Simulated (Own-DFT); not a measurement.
# Response to strain: wurtzite AlGaN with randomly placed atoms, 72 atoms (Al27Ga9N36)

These are calculations, not measurements. The program, named Own-DFT, is a retired in-house plane-wave density functional code that no person has reviewed. Each row is one single-point run on a periodic cell that was not relaxed, without spin or spin-orbit coupling.

Settings of every run: PBEsol; PseudoDojo norm-conserving scalar-relativistic files, made for PBE; cutoff 42 hartree; 4 x 4 x 3 k mesh centred on Gamma; Fermi-Dirac smearing of 0.1 eV.

Known limits: forces on such cells passed a denser k mesh, each cell not checked; stress not checked against mesh or cutoff.

Unstrained cell vectors in Å: (9.394, 0.000, 0.000); (-4.697, 8.135, 0.000); (0.000, 0.000, 10.066). The unstrained cell has measured lattice constants (interpolated for alloys), not those of this functional. That, the random moves and any unrelaxed bonds set the pressure at no strain. Each run strains this cell uniformly, with the atoms carried along. Every atom was also moved at random, by a Gaussian of width 0.05 Å on each axis. The random placing of the alloy's atoms differs from row to row. Strain is the symmetric tensor, in per cent. Stress is positive in tension, and the pressure is minus a third of its trace.

| run | e_xx (%) | e_yy (%) | e_zz (%) | s_xx (GPa) | s_yy (GPa) | s_zz (GPa) | P (GPa) | E (meV/atom) |
|---|---|---|---|---|---|---|---|---|
| 1 | -3.00 | -3.00 | 0.00 | -25.50 | -25.64 | -5.92 | 19.02 | 78.0 |
| 2 | 2.50 | 2.50 | 0.00 | 8.92 | 8.67 | -0.23 | -5.79 | 25.4 |
| 3 | 1.00 | 1.00 | 0.00 | 2.31 | 1.33 | -0.94 | -0.90 | 0.0 |
| 4 | 1.25 | 1.25 | 0.00 | 4.47 | 2.84 | -2.71 | -1.53 | 1.3 |
| 5 | 2.75 | 2.75 | 0.00 | 9.97 | 10.22 | 0.57 | -6.92 | 18.2 |
| 6 | -1.00 | -1.00 | 0.00 | -8.49 | -10.60 | -3.94 | 7.68 | 9.7 |
| 7 | 2.25 | 2.25 | 0.00 | 7.87 | 8.65 | -0.07 | -5.49 | 6.9 |
| 8 | -1.50 | -1.50 | 0.00 | -14.10 | -12.20 | -4.58 | 10.29 | 25.5 |
| 9 | -0.25 | -0.25 | 0.00 | ? | ? | ? | ? | ? |

E is the free energy for each atom above the lowest run shown.

## Worked fit

The change of volume is close to e_xx + e_yy + e_zz. A straight line through the runs shown gives P = 4.46 - 219 x (fractional change of volume) GPa, with an error of 10 on the slope and a scatter of 1.07 GPa. The strain isn't the same on all axes and the cell isn't cubic, so the slope belongs to this path and is not the bulk modulus.

## Withheld run

Question: what pressure should run 9 give? Its volume changes by -0.50 %.

The line gives 5.6 GPa. The calculation gave 5.13 GPa.
